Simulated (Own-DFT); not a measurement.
## Calculated data, AlGa₃N₄ (wurtzite random alloy, atoms displaced)

Computed with Own-DFT development build. A calculation, not a measurement: plane-wave PBE density functional theory by an unreviewed code, no spin, of a simulated periodic cell, stress positive in tension, free energy of the whole cell less one offset for each atom, forces on such cells passed a denser k mesh, this cell's mesh not checked; offsets are fitted by least squares, one for each functional and potential file, so energies compare only between cells with the same atoms and settings and are not formation energies; the far tail of each file's local potential was reset to the Coulomb form; each entry is a single point on an unrelaxed cell, so the pressure reflects the starting lattice, mostly measured values, from which strain is counted, and rises with the displacements; printed positions are rounded, which can move forces by about a meV/angstrom; the program is a retired in-house code; no spin-orbit coupling.

Common to all runs: functional PBE; potential files PseudoDojo norm-conserving, scalar-relativistic, standard set with the stringent files for Ga; wave cutoff 96 hartree; occupations Gaussian; smearing width 0.01 eV; k mesh 4 x 4 x 3 centred on Gamma.

(1) AlGa₃N₄ (wurtzite random alloy, atoms displaced)

```
CELL_PARAMETERS angstrom
9.50920 0.00000 0.00000
-4.75460 8.23530 0.00000
0.00000 0.00000 10.26850
ATOMIC_POSITIONS crystal
Ga 0.10257 0.22237 0.00232
Ga 0.21972 0.11179 0.23842
N 0.12025 0.22252 0.17634
N 0.22480 0.12712 0.44152
Ga 0.10651 0.23607 0.50414
Al 0.21735 0.09726 0.75736
N 0.11868 0.22538 0.69501
N 0.22484 0.11769 0.94477
Ga 0.09787 0.55461 0.99019
Ga 0.22117 0.44191 0.24125
N 0.09014 0.54671 0.19391
N 0.20499 0.43230 0.44492
Al 0.12554 0.55761 0.50803
Al 0.23140 0.44020 0.76488
N 0.13611 0.55879 0.68451
N 0.22849 0.44874 0.94705
Al 0.11234 0.88022 0.00379
Ga 0.21629 0.76842 0.25485
N 0.11273 0.88204 0.17701
N 0.21621 0.76331 0.44318
Ga 0.09800 0.86588 0.51580
Ga 0.22097 0.78505 0.73718
N 0.12104 0.89149 0.68006
N 0.23623 0.78064 0.94548
Al 0.43157 0.21297 0.00667
Ga 0.56513 0.12397 0.25970
N 0.43544 0.21705 0.19558
N 0.56514 0.10327 0.43559
Ga 0.41589 0.19776 0.49181
Ga 0.54816 0.11032 0.74447
N 0.42860 0.20586 0.69008
N 0.55113 0.11940 0.93745
Ga 0.44885 0.55309 0.99064
Al 0.56877 0.44783 0.24949
N 0.45027 0.55997 0.18952
N 0.54963 0.44121 0.43366
Ga 0.44683 0.56174 0.50980
Ga 0.56050 0.45562 0.75155
N 0.44084 0.56181 0.69261
N 0.54298 0.43527 0.93302
Ga 0.43169 0.87340 0.01714
Al 0.55165 0.77150 0.24871
N 0.43329 0.88722 0.18140
N 0.55063 0.76540 0.42357
Al 0.44114 0.86132 0.49605
Ga 0.56509 0.78285 0.74095
N 0.44874 0.88495 0.70216
N 0.55930 0.77606 0.94138
Ga 0.78211 0.22570 0.00562
Ga 0.87552 0.10195 0.25642
N 0.77611 0.21730 0.18308
N 0.87646 0.10195 0.44745
Ga 0.75400 0.20615 0.50245
Ga 0.88795 0.11225 0.74610
N 0.76919 0.22218 0.69464
N 0.89663 0.11805 0.93829
Al 0.77745 0.56750 0.98562
Ga 0.89699 0.44148 0.24752
N 0.77650 0.55725 0.18070
N 0.89214 0.44939 0.42713
Ga 0.78279 0.55103 0.49407
Ga 0.89048 0.44646 0.74560
N 0.77835 0.55138 0.69736
N 0.88335 0.43695 0.94126
Ga 0.77055 0.87637 0.00392
Ga 0.88749 0.77712 0.23777
N 0.78718 0.89724 0.18695
N 0.87349 0.77314 0.44109
Ga 0.77702 0.88251 0.49483
Ga 0.88190 0.75469 0.75725
N 0.76798 0.88079 0.67309
N 0.90375 0.78037 0.92137
```

```
free energy of cell above offsets : -1.418 eV
pressure                          : 10.53 GPa
stress xx                         : -10.31 GPa
stress yy                         : -8.05 GPa
stress zz                         : -13.24 GPa
stress yz                         : -0.89 GPa
stress xz                         : -0.92 GPa
stress xy                         : -1.68 GPa
```

Force:
| element | x (eV/Å) | y (eV/Å) | z (eV/Å) |
| --- | --- | --- | --- |
| Ga | 1.553 | 0.377 | -1.785 |
| Ga | -0.297 | -1.202 | 2.168 |
| N | -2.203 | 0.092 | 3.091 |
| N | -4.861 | -4.259 | -2.63 |
| Ga | 0.851 | -4.25 | 1.246 |
| Al | -0.646 | 1.996 | -0.061 |
| N | 0.007 | -0.462 | 0.549 |
| N | -0.312 | -2.454 | -0.903 |
| Ga | 2.048 | 0.573 | 1.348 |
| Ga | 0.089 | 0.228 | 0.865 |
| N | 5.594 | 2.667 | -2.784 |
| N | 1.147 | 4.447 | -2.272 |
| Al | -1.855 | -1.836 | -1.448 |
| Al | -1.001 | 0.035 | -1.05 |
| N | -1.835 | -0.626 | 1.494 |
| N | -1.462 | -0.261 | -1.088 |
| Al | 0.744 | 1.42 | -2.16 |
| Ga | -0.26 | 0.242 | -0.62 |
| N | -0.779 | 0.15 | 2.098 |
| N | 0.764 | 1.367 | 0.27 |
| Ga | -1.09 | 1.471 | -6.271 |
| Ga | 3.149 | -1.601 | 2.668 |
| N | -2.255 | 0.326 | 4.821 |
| N | -4.266 | -1.283 | -2.272 |
| Al | 1.752 | 0.751 | -0.564 |
| Ga | -0.996 | -1.361 | -2.687 |
| N | 2.153 | 2.035 | -1.141 |
| N | -4.884 | -3.649 | 0.432 |
| Ga | 5.163 | 3.398 | 2.468 |
| Ga | 0.16 | -0.132 | 2.083 |
| N | -0.481 | 1.563 | -0.911 |
| N | 0.457 | -0.741 | 1.057 |
| Ga | -0.77 | 0.644 | 2.052 |
| Al | -2.179 | -0.525 | 0.025 |
| N | 0.542 | -0.578 | -0.306 |
| N | 0.743 | -0.08 | 0.73 |
| Ga | 0.325 | -2.532 | -1.948 |
| Ga | -0.915 | -2.784 | -1.109 |
| N | 0.819 | -1.034 | 0.426 |
| N | 2.278 | 0.341 | 1.259 |
| Ga | 2.566 | 2.526 | -5.442 |
| Al | -0.273 | 0.603 | -1.864 |
| N | 1.807 | -0.01 | 6.824 |
| N | -0.542 | 0.973 | 1.669 |
| Al | -1.052 | 2.449 | 0.709 |
| Ga | -1.064 | -0.382 | 2.622 |
| N | -0.907 | 0.232 | -3.402 |
| N | -0.259 | 0.132 | -0.805 |
| Ga | -1.381 | -1.967 | -2.315 |
| Ga | 1.334 | 1.992 | 0.095 |
| N | 0.071 | 0.311 | 2.113 |
| N | 0.382 | 1.169 | -1.041 |
| Ga | 4.181 | 3.599 | 1.856 |
| Ga | 0.271 | -0.261 | 0.36 |
| N | 1.069 | 0.27 | -1.27 |
| N | -1.648 | -2.043 | -0.642 |
| Al | 0.476 | -2.679 | 1.549 |
| Ga | -4.566 | -2.086 | 0.641 |
| N | 0.057 | -0.396 | -1.256 |
| N | 1.056 | -0.854 | 3.029 |
| Ga | -1.752 | -0.646 | 0.031 |
| Ga | 1.827 | -1.164 | 0.704 |
| N | -0.097 | -1.018 | -2.318 |
| N | -1.591 | 2.014 | -1.309 |
| Ga | 0.488 | 2.279 | -1.292 |
| Ga | 0.849 | -0.123 | 1.671 |
| N | -1.448 | -2.085 | 0.356 |
| N | 3.465 | -0.685 | -1.503 |
| Ga | -1.494 | 0.595 | -0.265 |
| Ga | -0.842 | 3.701 | -5.086 |
| N | 2.372 | 0.922 | 2.436 |
| N | -0.346 | 0.162 | 6.006 |

(2) AlGa₃N₄ (wurtzite random alloy, atoms displaced)

```
CELL_PARAMETERS angstrom
9.50920 0.00000 0.00000
-4.75460 8.23530 0.00000
0.00000 0.00000 10.26850
ATOMIC_POSITIONS crystal
Ga 0.11932 0.22017 0.99623
Ga 0.21674 0.09266 0.25432
N 0.10331 0.21422 0.18906
N 0.21491 0.11005 0.44612
Ga 0.11184 0.22068 0.52287
Ga 0.20662 0.09887 0.75318
N 0.11651 0.22691 0.69941
N 0.22024 0.11346 0.93208
Ga 0.11630 0.54996 0.00130
Ga 0.20186 0.41878 0.23832
N 0.12386 0.57158 0.18043
N 0.22580 0.43805 0.43451
Ga 0.10867 0.55385 0.50467
Ga 0.21404 0.45458 0.74979
N 0.11429 0.55129 0.67047
N 0.23554 0.46517 0.92946
Ga 0.09888 0.88689 0.00675
Ga 0.23195 0.77324 0.25098
N 0.11475 0.89637 0.18813
N 0.20416 0.77684 0.43736
Ga 0.12391 0.88859 0.51236
Al 0.22807 0.79408 0.74519
N 0.10130 0.88475 0.69182
N 0.21583 0.77079 0.94294
Ga 0.44930 0.22169 0.01564
Ga 0.56734 0.10525 0.25333
N 0.45070 0.23053 0.19000
N 0.54710 0.12058 0.43430
Ga 0.45223 0.22129 0.49020
Ga 0.55941 0.12034 0.74419
N 0.45651 0.21886 0.69873
N 0.55654 0.12296 0.94076
Ga 0.43203 0.56291 0.01146
Ga 0.57084 0.44980 0.24579
N 0.43919 0.54820 0.18212
N 0.56085 0.46380 0.44530
Al 0.45743 0.54995 0.50207
Al 0.54581 0.44109 0.74617
N 0.45569 0.56093 0.70149
N 0.56041 0.44269 0.94634
Ga 0.44270 0.88379 0.00505
Al 0.54824 0.76891 0.25282
N 0.43825 0.88654 0.18183
N 0.54633 0.77476 0.42922
Ga 0.43085 0.89097 0.50558
Ga 0.56487 0.76443 0.76192
N 0.43043 0.88827 0.67988
N 0.55278 0.78765 0.93771
Al 0.77440 0.22605 0.00909
Al 0.89031 0.10910 0.24570
N 0.78888 0.23148 0.18323
N 0.87998 0.08362 0.43526
Ga 0.79787 0.23162 0.51665
Ga 0.88948 0.11357 0.75101
N 0.77403 0.21921 0.69003
N 0.88986 0.13146 0.93643
Ga 0.79819 0.54347 0.00233
Al 0.87461 0.44314 0.25107
N 0.77548 0.56702 0.18226
N 0.86730 0.44448 0.42462
Ga 0.78225 0.56196 0.50607
Ga 0.88394 0.43361 0.75299
N 0.76629 0.55045 0.68448
N 0.89038 0.44020 0.93853
Ga 0.75796 0.87732 0.00314
Ga 0.88214 0.77315 0.25871
N 0.77119 0.88534 0.19065
N 0.89835 0.77680 0.44428
Al 0.75296 0.87730 0.50273
Al 0.88306 0.78480 0.73563
N 0.77061 0.88051 0.68940
N 0.87678 0.79367 0.94452
```

```
free energy of cell above offsets : -0.577 eV
pressure                          : 10.6 GPa
stress xx                         : -9.34 GPa
stress yy                         : -7.47 GPa
stress zz                         : -14.98 GPa
stress yz                         : -2.36 GPa
stress xz                         : 2.31 GPa
stress xy                         : 2.64 GPa
```

Force:
| element | x (eV/Å) | y (eV/Å) | z (eV/Å) |
| --- | --- | --- | --- |
| Ga | -1.979 | 0.601 | 0.022 |
| Ga | -0.129 | 3.832 | 1.312 |
| N | 0.495 | -2.475 | -1.296 |
| N | 1.276 | 0.076 | 0.006 |
| Ga | -0.139 | -0.063 | -4.185 |
| Ga | 2.258 | 1.637 | -0.147 |
| N | -0.926 | 0.025 | 0.697 |
| N | 1.275 | -0.786 | 1.851 |
| Ga | -1.317 | 0.919 | -0.676 |
| Ga | 0.766 | 4.096 | 2.376 |
| N | -1.276 | -3.691 | 1.631 |
| N | -0.403 | 0.389 | 0.996 |
| Ga | 0.276 | -0.39 | -6.058 |
| Ga | 2.849 | -0.364 | -0.056 |
| N | -2.396 | 1.413 | 5.516 |
| N | -0.559 | -2.541 | 0.683 |
| Ga | 0.349 | 0.14 | -1.504 |
| Ga | -2.293 | 1.145 | 0.473 |
| N | 0.018 | -3.402 | 0.3 |
| N | 3.5 | -1.436 | -0.793 |
| Ga | -3.468 | 1.569 | -1.468 |
| Al | -0.458 | -2.004 | 2.048 |
| N | 0.389 | -0.813 | 0.9 |
| N | -0.527 | 1.2 | -2.091 |
| Ga | -1.258 | 0.858 | -3.42 |
| Ga | -1.264 | 0.605 | -0.783 |
| N | 0.188 | -1.584 | 2.903 |
| N | 4.752 | -2.846 | -0.224 |
| Ga | -4.229 | 2.622 | 2.42 |
| Ga | 1.22 | -3.038 | 2.577 |
| N | -5.023 | 2.202 | -2.633 |
| N | 2.015 | -1.531 | 0.103 |
| Ga | 3.439 | -0.237 | -3.031 |
| Ga | -2.997 | -0.558 | 0.889 |
| N | -0.298 | 0.794 | 3.678 |
| N | 3.265 | -2.97 | -2.281 |
| Al | -5.616 | 2.157 | 0.99 |
| Al | 2.03 | -1.141 | 2.504 |
| N | -1.601 | -2.138 | -3.083 |
| N | -0.463 | 0.806 | -1.266 |
| Ga | -1.979 | 1.853 | -2.222 |
| Al | 0 | 0.02 | -1.38 |
| N | 2.449 | 0.44 | 2.541 |
| N | -0.172 | -0.595 | 2.028 |
| Ga | 1.044 | -0.114 | -2.722 |
| Ga | -2.143 | 1.772 | -0.792 |
| N | 1.593 | 0.42 | 2.604 |
| N | -0.257 | -1.29 | 0.532 |
| Al | 0.224 | -0.859 | -2.552 |
| Al | -0.503 | -0.887 | 0.704 |
| N | 0.176 | -0.31 | 1.783 |
| N | -0.828 | 2.52 | 0.615 |
| Ga | -0.888 | -0.829 | -4.764 |
| Ga | -0.025 | -0.894 | 1.055 |
| N | 1.278 | 0.102 | 0.822 |
| N | 0.317 | -1.03 | 0.806 |
| Ga | -5.922 | 3.033 | -0.613 |
| Al | 1.364 | 1.089 | -1.407 |
| N | 3.036 | -0.994 | 0.818 |
| N | 2.614 | -1.053 | 2.029 |
| Ga | -0.441 | -0.212 | -0.942 |
| Ga | -0.751 | 2.179 | -0.439 |
| N | 0.93 | 0.746 | 2.46 |
| N | 2.698 | -1.429 | -0.679 |
| Ga | 0.584 | 2.568 | 1.047 |
| Ga | 0.672 | 1.721 | -0.284 |
| N | -1.016 | 0.441 | 0.815 |
| N | -1.995 | 1.011 | 0.554 |
| Al | 1.946 | 0.169 | -0.69 |
| Al | 1.15 | -2.286 | 2.533 |
| N | -0.366 | 1.894 | -1.462 |
| N | 3.472 | -2.271 | -2.682 |

(3) AlGa₃N₄ (wurtzite random alloy, atoms displaced)

```
CELL_PARAMETERS angstrom
9.50920 0.00000 0.00000
-4.75460 8.23530 0.00000
0.00000 0.00000 10.26850
ATOMIC_POSITIONS crystal
Al 0.13572 0.23291 0.99385
Ga 0.22074 0.10347 0.24440
N 0.11023 0.23233 0.18352
N 0.21878 0.11469 0.43647
Ga 0.10441 0.22100 0.50593
Ga 0.20925 0.11069 0.73881
N 0.12636 0.22140 0.69235
N 0.21665 0.10542 0.94880
Al 0.11627 0.54245 0.99721
Ga 0.23507 0.45373 0.25830
N 0.11661 0.53820 0.18076
N 0.22193 0.45086 0.44562
Ga 0.12234 0.56221 0.50395
Ga 0.22954 0.43878 0.74665
N 0.11917 0.56170 0.68634
N 0.21121 0.43485 0.95140
Ga 0.11850 0.89874 0.00640
Ga 0.22106 0.76738 0.25018
N 0.12534 0.88294 0.18641
N 0.22718 0.76916 0.43607
Ga 0.11635 0.89045 0.50170
Ga 0.21661 0.76927 0.74756
N 0.13008 0.89119 0.68884
N 0.22051 0.78319 0.95517
Al 0.44074 0.22021 0.98849
Al 0.55073 0.12109 0.24759
N 0.43807 0.20297 0.19472
N 0.55058 0.10079 0.42589
Ga 0.44043 0.21452 0.50197
Al 0.55978 0.11760 0.75531
N 0.44149 0.23039 0.69232
N 0.54987 0.10201 0.92819
Ga 0.45754 0.56034 0.01569
Ga 0.57163 0.43824 0.24314
N 0.42649 0.54104 0.19280
N 0.57647 0.45052 0.45101
Ga 0.44725 0.56546 0.48489
Al 0.55288 0.45162 0.75741
N 0.46121 0.56503 0.69956
N 0.53929 0.43567 0.93965
Ga 0.43241 0.88005 0.98728
Ga 0.54587 0.76376 0.24496
N 0.45141 0.89058 0.17186
N 0.54383 0.78267 0.44470
Al 0.43598 0.88712 0.49813
Ga 0.55156 0.76895 0.75083
N 0.45399 0.88575 0.68027
N 0.55990 0.78071 0.93204
Ga 0.76450 0.20586 0.99264
Ga 0.88347 0.09773 0.23915
N 0.77424 0.22645 0.19644
N 0.87498 0.08884 0.43060
Ga 0.78504 0.22971 0.50228
Ga 0.89135 0.11272 0.74631
N 0.76098 0.21975 0.69371
N 0.88892 0.13101 0.94780
Al 0.77115 0.56096 0.99915
Ga 0.88344 0.44145 0.25240
N 0.76474 0.54438 0.19010
N 0.88370 0.44304 0.43725
Ga 0.77951 0.55500 0.48922
Ga 0.89555 0.44072 0.74198
N 0.78780 0.55975 0.68367
N 0.90206 0.46046 0.92889
Ga 0.78431 0.90876 0.00505
Ga 0.90492 0.78106 0.24766
N 0.77481 0.88830 0.17758
N 0.89362 0.77068 0.43674
Al 0.77696 0.90053 0.50308
Ga 0.88770 0.77537 0.74704
N 0.77313 0.89568 0.67884
N 0.89732 0.78054 0.93876
```

```
free energy of cell above offsets : -1.705 eV
pressure                          : 10.04 GPa
stress xx                         : -10.36 GPa
stress yy                         : -11.04 GPa
stress zz                         : -8.7 GPa
stress yz                         : 1.08 GPa
stress xz                         : 0.08 GPa
stress xy                         : 1.05 GPa
```

Force:
| element | x (eV/Å) | y (eV/Å) | z (eV/Å) |
| --- | --- | --- | --- |
| Al | -3.092 | -1.757 | 2.503 |
| Ga | -1.646 | 1.151 | 0.684 |
| N | 1.476 | -1.708 | 0.098 |
| N | 0.173 | -0.3 | 0.37 |
| Ga | 0.22 | -0.28 | -2.195 |
| Ga | 6.435 | -3.138 | 2.957 |
| N | -6.271 | 2.276 | -1.695 |
| N | 0.823 | 2.28 | -1.994 |
| Al | -3.305 | 2.033 | 0.824 |
| Ga | -3.855 | -3.778 | 0.622 |
| N | -2.483 | 1.733 | 0.83 |
| N | 1.053 | -1.827 | -0.11 |
| Ga | -1.955 | -0.696 | -0.564 |
| Ga | -0.102 | 2.201 | 1.431 |
| N | 0.826 | -2.512 | 0.309 |
| N | 3.007 | 1.637 | -3.115 |
| Ga | -0.405 | -2.361 | -1.022 |
| Ga | 1.916 | -0.432 | -1.317 |
| N | -1.958 | 0.146 | 1.202 |
| N | -1.176 | 1.625 | 0.061 |
| Ga | -0.053 | -0.456 | -0.766 |
| Ga | 1.912 | 1.801 | 2.143 |
| N | -2.716 | 0.363 | -0.442 |
| N | -0.555 | -3.194 | -2.918 |
| Al | 0.724 | -1.376 | 1.155 |
| Al | 4.27 | -3.279 | 0.189 |
| N | -1.965 | 3.25 | -3.149 |
| N | -0.387 | 0.398 | 1.933 |
| Ga | 0.688 | 0.968 | -0.253 |
| Al | -2.225 | -1.916 | -2.247 |
| N | 1.061 | -0.269 | 0.852 |
| N | -1.526 | 1.273 | 1.306 |
| Ga | -2.111 | 0.414 | -2.553 |
| Ga | -5.485 | -3.03 | 3.153 |
| N | 5.44 | 1.854 | -0.105 |
| N | -5.462 | -2.61 | -2.808 |
| Ga | 1.953 | -1.262 | 2.284 |
| Al | 2.12 | -0.798 | -1.635 |
| N | -1.348 | -3.088 | -2.157 |
| N | 2.111 | 0.648 | 0.42 |
| Ga | 2.111 | 0.759 | 1.015 |
| Ga | -0.376 | 2.474 | 0.545 |
| N | -0.226 | 0.194 | 2.425 |
| N | 2.27 | 0.545 | -1.584 |
| Al | 0.873 | 1.122 | 0.199 |
| Ga | -0.166 | 2.895 | -0.28 |
| N | -1.887 | 1.231 | 0.901 |
| N | 0.341 | -0.475 | 1.835 |
| Ga | -2.668 | 4.039 | 2.273 |
| Ga | -0.462 | 2.88 | 0.806 |
| N | -0.507 | -1.68 | -1.407 |
| N | 0.464 | 4.084 | 0.441 |
| Ga | -1.119 | -2.054 | -1.013 |
| Ga | -1.109 | -0.05 | 1.316 |
| N | 2.964 | 0.489 | -1.441 |
| N | 5.339 | -2.007 | -2.582 |
| Al | 2.101 | -0.553 | -0.89 |
| Ga | 2.05 | 0.12 | -1.101 |
| N | 4.086 | 3.941 | -3.057 |
| N | 2.255 | 0.257 | 0.489 |
| Ga | 2.183 | 1.721 | 2.857 |
| Ga | -1.299 | 1.2 | 1.197 |
| N | -1.285 | -0.824 | 0.705 |
| N | -1.229 | -0.888 | 1.585 |
| Ga | 0.509 | -1.364 | -3.478 |
| Ga | -1.417 | -0.337 | 0.099 |
| N | 0.866 | -2.272 | 2.986 |
| N | -1.157 | 2.303 | -0.194 |
| Al | 0.028 | -4.01 | -0.786 |
| Ga | 0.34 | 0.466 | 0.106 |
| N | 1.686 | -0.176 | 1.361 |
| N | -1.681 | -0.016 | 0.39 |
